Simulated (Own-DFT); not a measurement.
Simulation results for Hf19Si41 (HfSi2 crystal with substituted atoms, atoms displaced)

Computed with Own-DFT development build. A calculation, not a measurement: plane-wave density functional theory by an unreviewed code, no spin, of a simulated periodic cell, stress positive in tension, run twice, with PBE and with PBEsol, both on files made for PBE, so the change isn't that of files made for PBEsol, hafnium file: forces about 75 meV/angstrom off all-electron values; forces on such cells moved up to 12 meV/angstrom on a denser k mesh; the far tail of each file's local potential was reset to the Coulomb form; each entry is a single point on an unrelaxed cell, so the pressure reflects the starting lattice, taken from the Materials Project, from which strain is counted, and rises with the displacements; printed positions are rounded, which can move forces by about a meV/angstrom; the program, named Own-DFT, is a retired in-house code; no spin-orbit coupling; stress was not checked against mesh or cutoff.

## Hf19Si41 (HfSi2 crystal with substituted atoms, atoms displaced)

```cif
# cell vector a (Å): -7.2972 7.0724 -1.7824
# cell vector b (Å): 3.6486 7.0873 5.7379
# cell vector c (Å): 3.6486 3.5213 -8.4115
data_Hf19Si41
_symmetry_space_group_name_H-M 'P 1'
_symmetry_Int_Tables_number 1
_cell_length_a 10.3172
_cell_length_b 9.8217
_cell_length_c 9.8217
_cell_angle_alpha 95.948
_cell_angle_beta 82.474
_cell_angle_gamma 82.474
_cell_volume 970.77
loop_
_atom_site_label
_atom_site_type_symbol
_atom_site_fract_x
_atom_site_fract_y
_atom_site_fract_z
_atom_site_occupancy
Hf1 Hf 0.51790 0.54176 0.75707 1
Hf2 Hf 0.27799 0.25177 0.03992 1
Si1 Si 0.42374 0.30159 0.79590 1
Si2 Si 0.37530 0.50136 0.99831 1
Si3 Si 0.27749 0.59746 0.69958 1
Si4 Si 0.52722 0.20243 0.09865 1
Hf3 Hf 0.72284 0.74373 0.95949 1
Hf4 Hf 0.47180 0.45520 0.24553 1
Si5 Si 0.62896 0.49771 0.00021 1
Si6 Si 0.57260 0.70353 0.19961 1
Si7 Si 0.47839 0.79373 0.90333 1
Si8 Si 0.72039 0.40188 0.29374 1
Hf5 Hf 0.92206 0.94722 0.15964 1
Hf6 Hf 0.67090 0.65967 0.45098 1
Si9 Si 0.82401 0.70121 0.20740 1
Si10 Si 0.78290 0.90146 0.39490 1
Si11 Si 0.67358 0.99636 0.10744 1
Si12 Si 0.92771 0.60774 0.49509 1
Hf7 Hf 0.02405 0.54313 0.75803 1
Hf8 Hf 0.77593 0.25751 0.04297 1
Si13 Si 0.91909 0.30450 0.79807 1
Si14 Si 0.87217 0.50226 0.00270 1
Si15 Si 0.76751 0.59650 0.70283 1
Si16 Si 0.02615 0.20530 0.09505 1
Hf9 Hf 0.21963 0.74376 0.95729 1
Hf10 Hf 0.97369 0.45841 0.24456 1
Si17 Si 0.12629 0.49933 0.99338 1
Si18 Si 0.07677 0.69605 0.19337 1
Si19 Si 0.97909 0.79936 0.90435 1
Si20 Si 0.22102 0.40489 0.30137 1
Hf11 Hf 0.42478 0.94597 0.16065 1
Hf12 Hf 0.17487 0.65746 0.44493 1
Si21 Si 0.32305 0.70193 0.19745 1
Si22 Si 0.27743 0.89942 0.39552 1
Si23 Si 0.17444 0.00315 0.10600 1
Si24 Si 0.42844 0.59750 0.49869 1
Hf13 Hf 0.62328 0.14757 0.35761 1
Si25 Si 0.37077 0.85743 0.64521 1
Si26 Si 0.52544 0.89732 0.40164 1
Si27 Si 0.47436 0.09835 0.60571 1
Si28 Si 0.37344 0.20240 0.30799 1
Si29 Si 0.62561 0.80198 0.69817 1
Hf14 Hf 0.82357 0.34049 0.55504 1
Hf15 Hf 0.57443 0.05607 0.84892 1
Si30 Si 0.72817 0.09368 0.60261 1
Si31 Si 0.67738 0.29636 0.80107 1
Si32 Si 0.57965 0.39658 0.49957 1
Si33 Si 0.82315 0.00545 0.89973 1
Hf16 Hf 0.12198 0.14660 0.36034 1
Hf17 Hf 0.87492 0.85024 0.64363 1
Si34 Si 0.02076 0.89842 0.39878 1
Si35 Si 0.97396 0.10072 0.59865 1
Si36 Si 0.87491 0.19710 0.30200 1
Si37 Si 0.12527 0.79418 0.70115 1
Hf18 Hf 0.32446 0.34739 0.55699 1
Hf19 Hf 0.07693 0.05381 0.84410 1
Si38 Si 0.22376 0.09782 0.59259 1
Si39 Si 0.17581 0.30039 0.79852 1
Si40 Si 0.07795 0.39477 0.49914 1
Si41 Si 0.32006 0.00176 0.89648 1
```

- functional: PBE, then PBEsol
- potential files: PseudoDojo norm-conserving, scalar-relativistic, standard set
- wave cutoff: 42 hartree
- occupations: cold (Marzari-Vanderbilt)
- smearing width: 0.2 eV
- k mesh: 4 x 4 x 4 centred on Gamma
- PBE pressure: 2.82 GPa
- PBE stress xx: -2.39 GPa
- PBE stress yy: -3.12 GPa
- PBE stress zz: -2.95 GPa
- PBE stress yz: 0.21 GPa
- PBE stress xz: 0.21 GPa
- PBE stress xy: -0.02 GPa
- PBEsol pressure: -0.35 GPa
- PBEsol stress xx: 0.43 GPa
- PBEsol stress yy: 0.15 GPa
- PBEsol stress zz: 0.46 GPa
- PBEsol stress yz: 0.24 GPa
- PBEsol stress xz: 0.22 GPa
- PBEsol stress xy: -0.02 GPa
- rms change of force components from PBE to PBEsol: 0.026 eV/Å

Force:
```
force element  PBE force x (eV/Å)  PBE force y (eV/Å)  PBE force z (eV/Å)  PBEsol force x (eV/Å)  PBEsol force y (eV/Å)  PBEsol force z (eV/Å)
           Hf              -0.928               0.766              -0.016                 -0.928                   0.76                  0.006
           Hf               0.699               0.552              -0.193                  0.696                  0.532                 -0.224
           Si              -0.061              -0.013              -0.482                 -0.057                 -0.001                 -0.471
           Si               0.079              -0.105              -0.315                  0.072                 -0.102                 -0.304
           Si               0.527              -0.224              -0.363                  0.514                 -0.252                 -0.446
           Si               0.369              -0.038               0.148                   0.37                 -0.021                  0.205
           Hf                -0.4               0.432               0.113                 -0.393                   0.43                  0.139
           Hf               -0.14               0.106                0.27                 -0.143                  0.095                  0.224
           Si               0.472              -0.149               0.238                  0.474                 -0.151                  0.234
           Si               -0.17              -0.107              -0.454                 -0.172                 -0.106                 -0.437
           Si               0.877              -0.181               0.097                  0.874                 -0.186                  0.019
           Si              -0.221               0.732               0.115                 -0.228                   0.73                   0.18
           Hf              -0.761              -0.081               0.476                 -0.749                 -0.074                  0.495
           Hf              -1.106              -0.263               0.262                 -1.109                 -0.267                  0.225
           Si              -0.078              -0.248               0.426                 -0.083                 -0.254                  0.418
           Si               0.858              -0.369              -0.512                  0.866                 -0.369                 -0.495
           Si              -0.125               0.003              -0.104                 -0.127                 -0.014                 -0.165
           Si               0.149              -0.691              -0.326                  0.152                 -0.662                  -0.27
           Hf               0.043              -0.282               0.508                  0.042                 -0.262                  0.528
           Hf              -0.109              -0.199                -0.4                 -0.105                 -0.206                 -0.422
           Si              -0.476               0.193              -0.428                 -0.478                  0.202                  -0.42
           Si              -0.251               0.142               0.037                 -0.254                  0.149                  0.035
           Si              -0.767               0.355              -0.391                 -0.772                  0.328                  -0.44
           Si               0.231               0.083               0.139                  0.235                  0.097                  0.203
           Hf              -0.597               0.762               0.104                 -0.584                  0.747                  0.118
           Hf              -0.064              -0.299               -0.22                 -0.062                   -0.3                  -0.25
           Si               0.127              -0.066              -0.467                   0.13                 -0.066                 -0.453
           Si               0.395               0.246              -0.231                  0.393                  0.244                 -0.222
           Si               0.916              -0.774              -0.075                  0.913                 -0.771                  -0.14
           Si              -0.811              -0.024               0.729                 -0.811                 -0.002                  0.791
           Hf              -0.079               -0.05               0.435                 -0.081                 -0.042                  0.451
           Hf              -0.363              -0.119               0.122                 -0.359                 -0.141                  0.084
           Si              -0.062              -0.032              -0.242                 -0.062                  -0.03                 -0.238
           Si               0.337              -0.008              -0.566                  0.337                 -0.031                 -0.519
           Si              -0.229              -0.384               -0.34                  -0.23                 -0.393                   -0.4
           Si               0.767               0.406               0.577                  0.738                  0.389                  0.631
           Hf              -0.371              -0.343              -0.469                 -0.374                 -0.328                 -0.423
           Si               0.028               0.209               0.992                  0.019                  0.191                  0.937
           Si                 0.3                0.22              -0.032                   0.27                  0.232                 -0.015
           Si              -0.134              -0.243               0.115                 -0.135                 -0.209                  0.132
           Si              -0.402              -0.424               0.013                 -0.403                 -0.427                 -0.044
           Si               0.929              -0.202               0.443                  0.898                 -0.157                  0.495
           Hf              -0.035               0.578               0.351                 -0.037                  0.576                   0.37
           Hf              -0.069              -0.262               0.116                 -0.069                 -0.257                  0.082
           Si               0.287               -0.02               0.407                  0.289                 -0.024                  0.397
           Si               0.367               -0.23               0.357                  0.372                 -0.237                  0.354
           Si               0.673               -0.26              -0.445                   0.67                 -0.271                 -0.512
           Si              -0.504              -0.138               0.005                 -0.495                  -0.12                  0.063
           Hf              -0.535              -0.267               0.414                 -0.524                 -0.253                  0.438
           Hf               0.298               0.742              -0.177                  0.294                  0.721                 -0.202
           Si              -0.328               0.422              -0.139                 -0.339                  0.427                 -0.142
           Si               -0.01              -0.074              -0.421                 -0.012                 -0.068                 -0.407
           Si               0.226               0.073               0.051                  0.224                  0.058                 -0.011
           Si               -0.06               0.766               0.822                 -0.032                  0.738                  0.878
           Hf               -0.35              -0.347              -0.261                 -0.347                 -0.335                 -0.223
           Hf               0.327              -0.302               0.412                  0.334                 -0.305                  0.364
           Si               0.117               0.327              -0.653                  0.143                  0.335                 -0.616
           Si               0.021              -0.332              -0.105                  0.021                 -0.336                 -0.098
           Si               1.352               0.118              -0.428                  1.351                  0.095                 -0.491
           Si              -1.172              -0.085              -0.039                 -1.137                 -0.045                  0.004
```
